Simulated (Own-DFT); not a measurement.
## Calculated data, TiSi2 (C49 TiSi2 crystal, strained, atoms displaced)

Computed with Own-DFT development build. A calculation, not a measurement: plane-wave density functional theory by an unreviewed code, no spin, of a simulated periodic cell, stress positive in tension, run twice, with PBE and with PBEsol, both on files made for PBE, so the change isn't that of files made for PBEsol, forces on such cells moved up to 12 meV/angstrom on a denser k mesh; the far tail of each file's local potential was reset to the Coulomb form; each entry is a single point on an unrelaxed cell, so the pressure reflects the starting lattice, taken from the Materials Project, from which strain is counted, and rises with the displacements; printed positions are rounded, which can move forces by about a meV/angstrom; the program, named Own-DFT, is a retired in-house code; no spin-orbit coupling; stress was not checked against mesh or cutoff.

Settings shared by all entries: functional PBE, then PBEsol; potential files PseudoDojo norm-conserving, scalar-relativistic, standard set; wave cutoff 42 hartree; occupations cold (Marzari-Vanderbilt); smearing width 0.2 eV; k mesh 4 x 4 x 4 centred on Gamma.

(1) 
```xyz
60
Lattice="5.2894 -6.6532 3.5719 7.3208 0.1257 -7.3039 5.3917 6.6612 3.4349" Properties=species:S:1:pos:R:3:PBE_force_x:R:1:PBE_force_y:R:1:PBE_force_z:R:1:PBEsol_force_x:R:1:PBEsol_force_y:R:1:PBEsol_force_z:R:1 formula=TiSi2 PBE_pressure=1.18 PBE_stress_xx=1.67 PBE_stress_yy=-4.66 PBE_stress_zz=-0.54 PBE_stress_yz=-2.72 PBE_stress_xz=-4.36 PBE_stress_xy=1.66 PBEsol_pressure=-2.1 PBEsol_stress_xx=5.05 PBEsol_stress_yy=-1.17 PBEsol_stress_zz=2.41 PBEsol_stress_yz=-2.75 PBEsol_stress_xz=-4.39 PBEsol_stress_xy=1.65 rms_change_of_force_components_from_PBE_to_PBEsol=0.02
Ti    12.4620    -5.2377    -2.8439      2.014      0.393      0.117      1.986      0.382      0.119
Ti    14.4507    -1.1914    -1.1079     -1.271     -0.254     -0.275     -1.254     -0.241      -0.27
Si    12.5865    -0.6439    -2.9092      0.434     -0.106      0.305      0.429     -0.147      0.305
Si     9.1244     0.8522    -4.6144     -0.464      0.698     -0.796     -0.452      0.753     -0.799
Si     7.0588    -3.3299     4.2823      0.407      0.063      1.047      0.426      0.066      1.053
Si    12.6268    -3.2854    -1.1417       0.09      0.564      0.636      0.091       0.55      0.648
Ti     8.9484    -5.2580     0.7700     -0.479      0.221      0.042     -0.461      0.209      0.038
Ti    10.8198    -1.3437     2.5635     -1.729      0.192     -0.508     -1.704      0.223     -0.516
Si     9.0228    -0.6725     0.7421     -0.221     -0.363     -0.399     -0.214     -0.407     -0.412
Si     5.3842     0.8724    -1.0602      0.114      0.421      1.669      0.113      0.476      1.673
Si    10.7326    -3.3018     0.6862      0.381      0.538       0.48      0.396      0.529      0.489
Si     8.8925    -3.2588     2.5324      1.012     -0.301      0.585      1.022     -0.295      0.596
Ti    14.4982     1.5031     0.7009     -1.331     -0.431     -0.694     -1.304     -0.444     -0.692
Ti    10.8262    -1.1834    -1.0019     -0.586     -1.054     -1.087     -0.581     -1.024     -1.071
Si     9.0106    -0.6918    -2.9104      0.567     -0.484      1.163      0.553     -0.545      1.164
Si    10.7786    -5.7847    -0.9411     -0.315     -0.183     -0.796     -0.311     -0.131     -0.796
Si    10.8966    -3.2663    -2.8408      -0.73      0.836     -0.201      -0.74      0.814     -0.208
Si     9.0062    -3.2035    -0.9767     -0.162     -0.243     -0.611     -0.176     -0.242     -0.627
Ti     7.1024     1.4085     4.3186      0.112     -0.314      0.368      0.119     -0.337      0.356
Ti    10.9032    -1.2665    -4.7300     -0.079      0.387      0.629     -0.081      0.409      0.621
Si     1.7700    -0.8067     0.8514      0.333      0.263     -0.039      0.327      0.213     -0.047
Si    16.2239     0.9352    -1.2058     -0.355      0.264        0.1      -0.35      0.311      0.117
Si     3.5868    -3.2823     0.8605     -0.134     -0.505     -0.104      -0.14     -0.493     -0.094
Si    14.3990     3.4583    -1.1485      0.775     -0.266     -0.287      0.784     -0.263     -0.299
Ti    10.7315     1.3732     4.2792      -0.26      0.341      -0.11     -0.252      0.316     -0.109
Ti     7.2154    -1.3207     2.5958     -0.944     -0.086     -0.242     -0.943     -0.076     -0.247
Si     5.4938    -0.7577     0.7912     -0.888     -0.308     -0.566     -0.869     -0.359     -0.581
Si     7.0658    -5.8126     2.5853      0.439      -0.26      0.794      0.432     -0.221      0.791
Si     7.2091    -3.2490     0.8522     -0.527      -0.37     -0.948     -0.531     -0.361     -0.961
Si     5.3909    -3.3448     2.5815     -0.766      0.141      0.004     -0.785       0.14     -0.008
Ti    10.8113     1.4059     0.7748     -0.776       0.68     -0.956     -0.774      0.641     -0.955
Ti     7.1847    -1.3565    -1.0125       0.71      0.957      0.134      0.698      0.971      0.136
Si     5.4427    -0.6864    -2.7021     -0.304     -1.038     -1.388     -0.298     -1.091     -1.391
Si    12.5058     0.8141     2.4766      0.822      0.891     -0.269      0.809      0.944     -0.272
Si     7.2831    -3.2215    -2.8615     -0.336     -0.392      0.943     -0.338     -0.381      0.967
Si     5.3565    -3.2145    -0.9521      0.391     -0.891     -0.144      0.398      -0.88     -0.154
Ti    10.8828     1.5569    -2.8924     -0.392     -0.645     -0.481     -0.388     -0.666      -0.48
Ti     7.2906    -1.2904    -4.5991     -0.458      0.769     -0.049     -0.446      0.773     -0.045
Si    10.9092     6.0122    -2.9460     -0.097     -0.318      0.131     -0.094     -0.347      0.126
Si    12.5005     0.9326    -1.0877      1.343     -0.131      0.302      1.318     -0.098      0.309
Si    12.7033     3.5428    -2.9997     -0.373     -0.763      0.169     -0.382     -0.752       0.17
Si    10.8778     3.4621    -1.0955     -0.261     -0.253     -0.059     -0.258     -0.245     -0.075
Ti     7.1904     1.3921     0.7889     -0.039      0.031     -0.716     -0.042      0.008     -0.707
Ti     3.6109    -1.3955    -0.9503     -0.298      1.374     -0.025     -0.291      1.374     -0.018
Si    12.5003    -0.7011     4.1947      0.625     -0.674      1.594      0.616     -0.729      1.589
Si     8.9586     0.8040     2.5163      0.113      0.567      0.581      0.112      0.618      0.589
Si     8.9767     3.3690     0.6406       0.31      0.049      0.389      0.309       0.05      0.403
Si     7.1804     3.3792     2.5725      0.201     -0.377      -0.34      0.208     -0.373     -0.346
Ti     7.1634     1.4447    -2.8356      1.167       0.05     -0.072      1.146      0.024     -0.072
Ti     9.0303     5.3627    -1.1777      0.515      0.402      1.194      0.501      0.412      1.188
Si    12.5208    -0.7739     0.7399      0.669      0.255     -0.823      0.655       0.21     -0.826
Si     8.9648     0.9223    -1.1474      0.492     -0.135      0.912      0.488     -0.094      0.915
Si     9.0915     3.5002    -2.8410     -0.246     -0.632     -0.558     -0.244     -0.615     -0.547
Si     7.1713     3.3917    -1.0656      0.357     -0.253     -0.009      0.347     -0.247     -0.018
Ti     3.5741     1.4325     0.8563      0.016     -0.827     -0.856       0.02     -0.835     -0.848
Ti     5.4511     5.2821     2.5635     -0.845      0.863     -0.772     -0.836      0.875     -0.758
Si     8.8316    -0.7281     4.3545       1.12     -0.458     -0.011      1.101     -0.508      -0.02
Si     5.3794     0.7223     2.5415     -0.237      0.884      0.789     -0.232      0.941      0.795
Si     5.4212     3.3134     0.8159     -0.277      0.356     -0.199     -0.282      0.352     -0.197
Si    10.7982     3.4995    -4.7512      0.651     -0.134      0.313      0.651     -0.137       0.31
```

Units: PBE_pressure, PBE_stress_xx, PBE_stress_yy, PBE_stress_zz, PBE_stress_yz, PBE_stress_xz, PBE_stress_xy, PBEsol_pressure, PBEsol_stress_xx, PBEsol_stress_yy, PBEsol_stress_zz, PBEsol_stress_yz, PBEsol_stress_xz, PBEsol_stress_xy in GPa; rms_change_of_force_components_from_PBE_to_PBEsol, PBE_force_x, PBE_force_y, PBE_force_z, PBEsol_force_x, PBEsol_force_y, PBEsol_force_z in eV/Å.

(2) 
```xyz
60
Lattice="5.3812 -6.7740 3.3589 7.1668 -0.2155 -7.1144 5.1846 6.7329 3.5729" Properties=species:S:1:pos:R:3:PBE_force_x:R:1:PBE_force_y:R:1:PBE_force_z:R:1:PBEsol_force_x:R:1:PBEsol_force_y:R:1:PBEsol_force_z:R:1 formula=TiSi2 PBE_pressure=4.73 PBE_stress_xx=-3.58 PBE_stress_yy=-3.32 PBE_stress_zz=-7.28 PBE_stress_yz=4.16 PBE_stress_xz=-2.85 PBE_stress_xy=-3.46 PBEsol_pressure=1.37 PBEsol_stress_xx=-0.13 PBEsol_stress_yy=0.28 PBEsol_stress_zz=-4.25 PBEsol_stress_yz=4.19 PBEsol_stress_xz=-2.87 PBEsol_stress_xy=-3.44 rms_change_of_force_components_from_PBE_to_PBEsol=0.021
Ti    12.4781    -5.7211    -2.8490       1.29      1.518     -0.072      1.284      1.484     -0.071
Ti    14.1806    -1.5717    -1.0391      0.552      -0.54     -0.254      0.547     -0.519     -0.249
Si    12.5626    -0.9658    -2.8537     -0.868     -0.396       0.68      -0.85     -0.449      0.691
Si     8.9704     0.5818    -4.5101     -0.869      0.631      0.395     -0.862      0.697       0.38
Si     7.1025    -3.4153     4.3325     -0.649      0.201     -0.596     -0.641      0.198     -0.603
Si    12.4741    -3.5289    -1.0496     -0.092     -0.429      0.108     -0.086     -0.417      0.118
Ti     8.8759    -5.4031     0.7675      1.008     -0.775     -0.817      0.993     -0.774      -0.81
Ti    10.6457    -1.5253     2.5895     -0.427      0.256     -1.351     -0.422      0.269     -1.337
Si     8.8483    -0.9251     0.7853      0.504     -0.382     -0.028      0.496     -0.432     -0.014
Si     5.3129     0.7725    -0.9198       -0.7     -0.558       0.15     -0.694     -0.516      0.142
Si    10.7269    -3.4950     0.7509     -0.513      0.088     -0.198     -0.525      0.084     -0.196
Si     8.8461    -3.3735     2.4974      0.353     -0.416      0.161      0.359     -0.411      0.169
Ti    14.1391     1.1538     0.7926      0.424      0.703     -0.156      0.419      0.669     -0.157
Ti    10.6801    -1.5004    -1.0721      0.149     -0.761       0.39      0.157     -0.741      0.387
Si     8.9700    -0.9392    -2.8044      0.171     -0.278      1.046      0.171      -0.34      1.058
Si    10.7727    -6.0366    -1.1101     -0.591     -0.223       0.44     -0.586     -0.172      0.421
Si    10.7502    -3.5145    -2.7814      -0.17     -0.901     -0.031     -0.175     -0.878     -0.051
Si     8.9260    -3.5354    -0.9850      0.296      0.283     -0.438        0.3      0.276     -0.433
Ti     7.0396     1.3434     4.3408     -0.012      0.139      0.399      -0.02      0.113      0.388
Ti    10.7943    -1.7622    -4.5737      -0.48      1.777      0.425      -0.48      1.773      0.421
Si     1.7756    -0.7940     0.8987      0.235     -0.636     -0.822      0.227      -0.69     -0.805
Si    15.9666     0.4999    -1.0191     -0.338      0.645      -0.54     -0.335      0.694     -0.546
Si     3.6106    -3.4010     0.7935      0.219     -0.503     -0.109      0.219     -0.493     -0.092
Si     8.9810    -3.5160    -4.5312     -0.179     -0.941     -0.057     -0.173     -0.925     -0.061
Ti    10.5890     1.2382     4.3053      -0.12      0.625      0.139     -0.115      0.598       0.14
Ti     7.1141    -1.4272     2.5046     -0.546      -0.53      0.222     -0.542     -0.509      0.224
Si     5.2439    -0.9113     0.8289      1.195      0.302      -0.74      1.187      0.245     -0.734
Si     7.2284    -6.0715     2.4689     -1.091      -0.04     -0.082     -1.073      0.022     -0.096
Si     7.1898    -3.5149     0.7600     -0.818      0.494     -0.338     -0.819      0.483     -0.348
Si     5.4386    -3.4970     2.5214     -0.541      0.085      0.061     -0.552      0.085      0.061
Ti    10.6367     1.2077     0.7745     -0.165      0.224      0.278     -0.165      0.204      0.273
Ti     7.1236    -1.5274    -1.0550      0.177      0.291      0.864      0.181      0.305       0.85
Si     5.3917    -0.8694    -2.7664     -0.313     -0.113      0.383       -0.3     -0.168      0.402
Si    12.3296     0.6440     2.5284      0.464       0.24     -0.483      0.451      0.294       -0.5
Si     7.2113    -3.4525    -2.7526      -0.01     -0.829      0.162     -0.011     -0.807      0.166
Si     5.3668    -3.4402    -0.9952     -0.007     -0.362     -0.136      0.002     -0.355     -0.138
Ti    10.6792     1.1964    -2.7614      0.041     -0.215      0.424       0.04     -0.225      0.422
Ti     7.2536    -1.5460    -4.4224     -1.184     -0.217     -1.306     -1.167     -0.202     -1.295
Si    10.5814     5.7513    -2.6527      0.155     -0.367      0.656      0.154     -0.412      0.668
Si    12.4513     0.5394    -0.9515     -0.313      0.886     -1.327     -0.311      0.938     -1.336
Si    12.3266     3.1422    -2.7449       0.55      0.255      0.271      0.541      0.249      0.267
Si    10.7046     3.1447    -0.9107     -0.725      0.417      -0.17     -0.729      0.404     -0.166
Ti     7.0547     1.2034     0.7767      0.252       1.02      0.487      0.255      0.992      0.481
Ti     3.6566    -1.4049    -0.9904     -1.268     -0.883     -0.009     -1.253     -0.859      0.001
Si     6.9860     5.8550     0.8473      0.598     -0.366      1.216      0.585     -0.422       1.22
Si     8.8010     0.7277     2.5277      0.311     -0.019      0.266      0.302      0.025      0.261
Si     8.7898     3.1962     0.7479      0.345      0.291      0.784      0.343      0.289      0.787
Si     6.9845     3.2905     2.7485      0.221      0.472     -1.367      0.226      0.463     -1.374
Ti     7.0514     1.2397    -2.5973      0.943      0.494     -1.227      0.924      0.476     -1.215
Ti     8.8028     5.1998    -0.9439      0.078     -0.024      0.574      0.069     -0.013      0.566
Si    12.4330    -1.0078     0.6823     -0.458     -0.368       1.46     -0.443     -0.419      1.474
Si     8.8683     0.6132    -0.9341      0.169      0.311     -0.866      0.163      0.363     -0.873
Si     8.8860     3.2099    -2.6866     -0.109     -0.251      0.196     -0.109     -0.242      0.202
Si     7.0362     3.2450    -0.8862      0.093      0.074      0.038      0.094      0.071      0.035
Ti     3.4356     1.4527     0.8943      1.002      -1.41     -0.416      0.989     -1.403     -0.407
Ti     5.1270     5.3164     2.6095      1.426     -0.051      0.771      1.407     -0.032      0.758
Si     8.7969    -0.8609     4.3163     -0.039      0.018     -0.564     -0.034     -0.032     -0.559
Si     5.3173     0.7698     2.5302     -0.445      0.321      0.127     -0.438       0.38      0.115
Si     5.2031     3.2499     0.8906      0.918      0.494     -0.105      0.913      0.495     -0.113
Si    10.6316     3.1493    -4.5360     -0.098      0.226      1.029     -0.088      0.218      1.033
```

Units: PBE_pressure, PBE_stress_xx, PBE_stress_yy, PBE_stress_zz, PBE_stress_yz, PBE_stress_xz, PBE_stress_xy, PBEsol_pressure, PBEsol_stress_xx, PBEsol_stress_yy, PBEsol_stress_zz, PBEsol_stress_yz, PBEsol_stress_xz, PBEsol_stress_xy in GPa; rms_change_of_force_components_from_PBE_to_PBEsol, PBE_force_x, PBE_force_y, PBE_force_z, PBEsol_force_x, PBEsol_force_y, PBEsol_force_z in eV/Å.

(3) 
```xyz
60
Lattice="5.2744 -6.5326 3.5439 6.9659 -0.0389 -7.0626 5.4570 6.8099 3.7984" Properties=species:S:1:pos:R:3:PBE_force_x:R:1:PBE_force_y:R:1:PBE_force_z:R:1:PBEsol_force_x:R:1:PBEsol_force_y:R:1:PBEsol_force_z:R:1 formula=TiSi2 PBE_pressure=4.46 PBE_stress_xx=-3.19 PBE_stress_yy=-6.49 PBE_stress_zz=-3.69 PBE_stress_yz=5.36 PBE_stress_xz=4.26 PBE_stress_xy=3.16 PBEsol_pressure=1.11 PBEsol_stress_xx=0.27 PBEsol_stress_yy=-2.91 PBEsol_stress_zz=-0.71 PBEsol_stress_yz=5.39 PBEsol_stress_xz=4.29 PBEsol_stress_xy=3.14 rms_change_of_force_components_from_PBE_to_PBEsol=0.022
Ti    12.2067    -5.2156    -2.6511      1.033      0.414      0.675      1.026      0.384      0.674
Ti    14.1279    -1.1872    -0.7387     -0.225      -0.48      0.645     -0.231     -0.454      0.637
Si    12.2982    -0.7749    -2.4497      0.531      0.604     -0.909      0.524      0.563     -0.896
Si     8.7688     0.8403    -4.2649     -0.015      0.278     -0.609     -0.011      0.331     -0.608
Si     7.1724    -3.1978     4.5313      -0.75      0.037      0.143     -0.744       0.04      0.134
Si    12.3218    -3.1846    -0.8245     -0.065     -0.305      0.173     -0.077       -0.3      0.176
Ti     8.7102    -5.2033     0.9200      0.824       0.66      0.005      0.818       0.62          0
Ti    10.5834    -1.2279     2.7125      0.085      1.091      1.366       0.08      1.089      1.346
Si     8.8126    -0.6762     0.8772     -0.016     -0.643      2.333     -0.012       -0.7      2.351
Si     5.2654     0.8922    -0.8193      0.084       0.03      0.205      0.084      0.077      0.189
Si    10.6528    -3.1332     1.0718     -0.654     -0.505     -1.063     -0.653     -0.491      -1.07
Si     8.8364    -3.0522     2.7597       0.11      -1.44     -0.262      0.103     -1.409     -0.265
Ti    14.1701     1.5865     1.1847      0.322     -0.364      0.305      0.325     -0.376      0.297
Ti    10.6148    -1.2260    -0.8044     -0.456     -0.504      0.846     -0.459     -0.476       0.84
Si     8.8303    -0.6829    -2.5050     -0.378     -0.414     -0.621     -0.373     -0.466     -0.606
Si    10.5800    -5.7290    -0.8569       -0.7      0.104      0.062     -0.693      0.144      0.042
Si    10.4520    -3.2401    -2.6847      0.919      -0.34      1.058      0.936     -0.335      1.056
Si     8.7966    -3.2084    -0.8584      0.043     -0.252      0.628      0.041     -0.252      0.641
Ti     7.1820     1.5459     4.6927     -0.418      0.329     -0.324     -0.402      0.301     -0.327
Ti    10.5278    -1.3448    -4.2842     -0.239      1.089     -0.814     -0.238      1.091     -0.798
Si     1.7419    -0.6559     0.9681      0.079     -1.236      0.574      0.072     -1.292      0.591
Si    15.9233     0.9710    -0.5478     -0.093      0.472     -1.376      -0.09      0.528     -1.391
Si     3.4548    -3.2236     0.8832       0.21      -0.29     -0.193      0.213     -0.289     -0.197
Si     8.7557    -3.3009    -4.3452      -0.57      -0.06     -0.934     -0.584     -0.061     -0.944
Ti    10.6652     1.5877     4.6740      0.143     -0.317      0.667       0.15     -0.322      0.663
Ti     7.1167    -1.2718     2.8574      -0.72      1.193     -1.441     -0.711      1.197     -1.421
Si     5.2670    -0.6374     0.9737      0.344      -0.54     -0.084      0.332      -0.59     -0.075
Si     1.7966     0.6987    -0.8108     -0.385      1.105     -1.027     -0.379      1.155     -1.053
Si     6.9700    -3.1980     0.9166      0.931     -0.179        0.3      0.953     -0.179      0.301
Si     5.3167    -3.1519     2.6771     -0.162     -0.753       0.36     -0.171     -0.741      0.378
Ti    10.7070     1.5101     1.1049     -0.841     -0.038      0.239     -0.833      -0.06      0.234
Ti     7.0462    -1.2528    -0.8487     -0.446      -0.33      0.432     -0.436     -0.313      0.415
Si     5.3438    -0.7066    -2.6326     -1.369     -0.304      0.711      -1.35     -0.356      0.716
Si    12.3842     0.9750     2.9315      0.349      0.113     -0.156       0.35      0.162      -0.17
Si     7.0449    -3.2682    -2.6560     -0.786     -0.307       0.41     -0.791       -0.3      0.402
Si     5.3222    -3.3421    -0.8206     -0.922      0.526     -0.869      -0.94      0.515     -0.879
Ti    10.5672     1.4686    -2.4809      0.804      -0.18       0.18      0.784     -0.204      0.173
Ti     6.9344    -1.4062    -4.3154      1.001      0.751     -1.555      0.995      0.775     -1.534
Si    10.6216     5.9623    -2.4292      0.486     -0.554      0.736      0.477     -0.601      0.756
Si    12.4749     0.8324    -0.5939      -0.74      1.389     -1.881     -0.722      1.443     -1.901
Si    12.4281     3.4766    -2.5371     -1.082     -0.339      1.964     -1.094     -0.334      1.989
Si    10.5603     3.4169    -0.5832      1.398      0.288      -1.23      1.427      0.284     -1.246
Ti     7.1920     1.6024     1.1078         -1     -1.665     -0.724     -0.996      -1.67     -0.725
Ti     3.4427    -1.3956    -0.9498      1.087      0.608      0.972      1.059      0.638      0.964
Si     7.2116     5.9585     1.1567     -0.805     -0.091     -0.843     -0.787     -0.135     -0.825
Si     8.8385     0.9107     2.8435      0.718      0.522     -0.664      0.711      0.572     -0.691
Si     8.9186     3.4845     1.0023     -0.589      0.166      1.446     -0.612      0.165       1.48
Si     7.0482     3.5029     2.9026      1.925     -0.504     -0.893      1.946     -0.497     -0.923
Ti     7.0395     1.4128    -2.5142      0.407       0.31     -0.189      0.406      0.282     -0.188
Ti     8.9232     5.4743    -0.6646     -0.094     -0.693      0.029     -0.093     -0.675      0.038
Si    12.3842    -0.5954     1.0833      0.133     -0.974      0.906      0.125     -1.026      0.927
Si     8.8642     0.8583    -0.7181     -0.091      1.368     -0.739     -0.087      1.432     -0.758
Si     8.8923     3.4187    -2.5300     -0.622      0.067      0.505     -0.625      0.065      0.505
Si     7.0768     3.4244    -0.7374      0.551      0.053      0.224      0.551       0.05      0.234
Ti     3.5893     1.4336     1.0440     -0.337     -0.247     -0.311     -0.328     -0.262     -0.303
Ti     5.4476     5.3730     2.8312     -1.089      1.292      0.072     -1.077       1.29      0.086
Si     8.7637    -0.5115     4.5990      1.732     -0.704      0.538      1.698     -0.752      0.563
Si     5.3829     0.8922     2.8026      0.063      0.061      0.542      0.064      0.108      0.545
Si     5.3212     3.3454     1.0576      0.295      0.871     -0.399      0.302      0.858       -0.4
Si    10.5952     3.4175    -4.2346       0.05     -0.242     -0.145       0.05     -0.239     -0.148
```

Units: PBE_pressure, PBE_stress_xx, PBE_stress_yy, PBE_stress_zz, PBE_stress_yz, PBE_stress_xz, PBE_stress_xy, PBEsol_pressure, PBEsol_stress_xx, PBEsol_stress_yy, PBEsol_stress_zz, PBEsol_stress_yz, PBEsol_stress_xz, PBEsol_stress_xy in GPa; rms_change_of_force_components_from_PBE_to_PBEsol, PBE_force_x, PBE_force_y, PBE_force_z, PBEsol_force_x, PBEsol_force_y, PBEsol_force_z in eV/Å.
